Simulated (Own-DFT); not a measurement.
# Point defects and the pressure they add: C11b WSi2

Calculated, not measured: single-point runs of Own-DFT, a retired in-house plane-wave DFT program that no person has reviewed, on unrelaxed cells, without spin or spin-orbit coupling.

Common settings: PBE; PseudoDojo norm-conserving scalar-relativistic files; cutoff 50 hartree; 5 x 5 x 5 k mesh centred on Gamma; cold (Marzari-Vanderbilt) smearing of 0.2 eV.

Keep in mind: forces on such cells failed a check on a denser k mesh; stress not checked against mesh or cutoff.

All runs share one cell, with vectors in Å (-2.148, -5.953, 3.409); (-6.444, 2.976, 1.136); (-2.553, -2.948, -6.757) and a volume of 403.2 Å³. u is the rms random offset of the atoms per axis. The defect's site can differ from row to row.

| cell | formula | u (Å) | P (GPa) |
|---|---|---|---|
| no defect | Si20W10 | 0.0184 | 4.44 |
| no defect | Si20W10 | 0.0512 | 6.06 |
| no defect | Si20W10 | 0.0517 | 5.71 |
| one W vacancy | Si20W9 | 0.0317 | 3.64 |
| one W vacancy | Si20W9 | 0.0320 | 3.75 |
| one W vacancy | Si20W9 | 0.0534 | 4.84 |
| one Si on a W site | Si21W9 | 0.0312 | 6.07 |
| one Si on a W site | Si21W9 | 0.0316 | 6.27 |
| one Si on a W site | Si21W9 | 0.0490 | 7.40 |
| one Si vacancy | Si19W10 | 0.0316 | 3.83 |
| one Si vacancy | Si19W10 | 0.0324 | 3.32 |
| one Si vacancy | Si19W10 | 0.0429 | ? |
| one Si vacancy | Si19W10 | 0.0494 | 3.90 |
| one W on a Si site | Si19W11 | 0.0259 | 9.59 |
| one W on a Si site | Si19W11 | 0.0283 | 10.08 |
| one W on a Si site | Si19W11 | 0.0532 | 11.20 |

## Analysis

P = P0 + c u² + a shift for each defect gives P0 = 4.25 GPa, c = 613 ± 77 GPa/Å² and a scatter of 0.26 GPa. The shifts, and each times the cell's volume:

- one W on a Si site: 5.16 ± 0.22 GPa, 13.0 eV
- one Si on a W site: 1.43 ± 0.22 GPa, 3.6 eV
- one W vacancy: -1.18 ± 0.21 GPa, -3.0 eV
- one Si vacancy: -1.49 ± 0.21 GPa, -3.7 eV

Positive is outwards. The product with the volume (160.2 GPa Å³ to the eV) is nearly free of the cell's size; divided by the bulk modulus at the cell's pressure it gives the volume that the defect adds. The atoms around the defects weren't relaxed, which would change these numbers.

## Withheld run

Q: what pressure belongs in the blank (one Si vacancy, u = 0.0429 Å)?

Estimate: 3.90 ± 0.30 GPa. The run itself gave 3.63 GPa.
